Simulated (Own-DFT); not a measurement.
# Point defects and the pressure they add: zincblende GaAs

Everything here is calculated. The program is Own-DFT (plane waves, in-house, since retired, never reviewed by a person); positions were held fixed, and spin and spin-orbit coupling were off.

Method: PBE; PseudoDojo norm-conserving scalar-relativistic files; cutoff 42 hartree; 3 x 3 x 3 k mesh centred on Gamma; Fermi-Dirac smearing of 0.1 eV.

Keep in mind (not all hold for every row): not probed for a lower state with spin; forces not confirmed at this smearing and k mesh; stress not checked against mesh or cutoff.

All runs share one cell, with vectors in Å (10.862, 0.000, 0.000); (0.000, 10.862, 0.000); (0.000, 0.000, 11.796) and a volume of 1391.7 Å³, strained against the parent crystal. The atoms are randomly displaced, by u rms on each axis. The defect's site can differ from row to row.

| cell | formula | u (Å) | P (GPa) |
|---|---|---|---|
| no defect | As32Ga32 | 0.0270 | 6.66 |
| no defect | As32Ga32 | 0.0290 | 6.67 |
| no defect | As32Ga32 | 0.0518 | 7.12 |
| one P on an As site | As31Ga32P | 0.0283 | 6.37 |
| one P on an As site | As31Ga32P | 0.0339 | 6.42 |
| one P on an As site | As31Ga32P | 0.0534 | 6.90 |
| one Al on a Ga site | AlAs32Ga31 | 0.0292 | 6.70 |
| one Al on a Ga site | AlAs32Ga31 | 0.0477 | 7.06 |
| one Al on a Ga site | AlAs32Ga31 | 0.0518 | 7.02 |
| one As vacancy and one Ga vacancy | As31Ga31 | 0.0301 | 6.03 |
| one As vacancy and one Ga vacancy | As31Ga31 | 0.0308 | ? |
| one As vacancy and one Ga vacancy | As31Ga31 | 0.0501 | 6.37 |
| one As vacancy and one Ga vacancy | As31Ga31 | 0.0538 | 6.42 |
| one In on a Ga site | As32Ga31In | 0.0303 | 7.44 |
| one In on a Ga site | As32Ga31In | 0.0309 | 7.41 |
| one In on a Ga site | As32Ga31In | 0.0311 | 7.44 |

## What the rows give

P = P0 + c u² + a shift for each defect gives P0 = 6.49 GPa, c = 228 ± 14 GPa/Å² and a scatter of 0.04 GPa. The shifts, and each times the cell's volume:

- one In on a Ga site: 0.72 ± 0.04 GPa, 6.3 eV
- one Al on a Ga site: -0.01 ± 0.04 GPa, -0.1 eV (not resolved)
- one P on an As site: -0.29 ± 0.03 GPa, -2.5 eV
- one As vacancy and one Ga vacancy: -0.70 ± 0.04 GPa, -6.1 eV

Against the defect-free cell, a freed cell would be larger where the shift is positive and smaller where it is negative (160.2 GPa Å³ is 1 eV). The atoms around the defects weren't relaxed, which would change these numbers.

## Withheld run

Question: what pressure belongs in the blank (one As vacancy and one Ga vacancy, u = 0.0308 Å)?

The fit gives 6.01 ± 0.05 GPa. DFT gave 5.89 GPa.
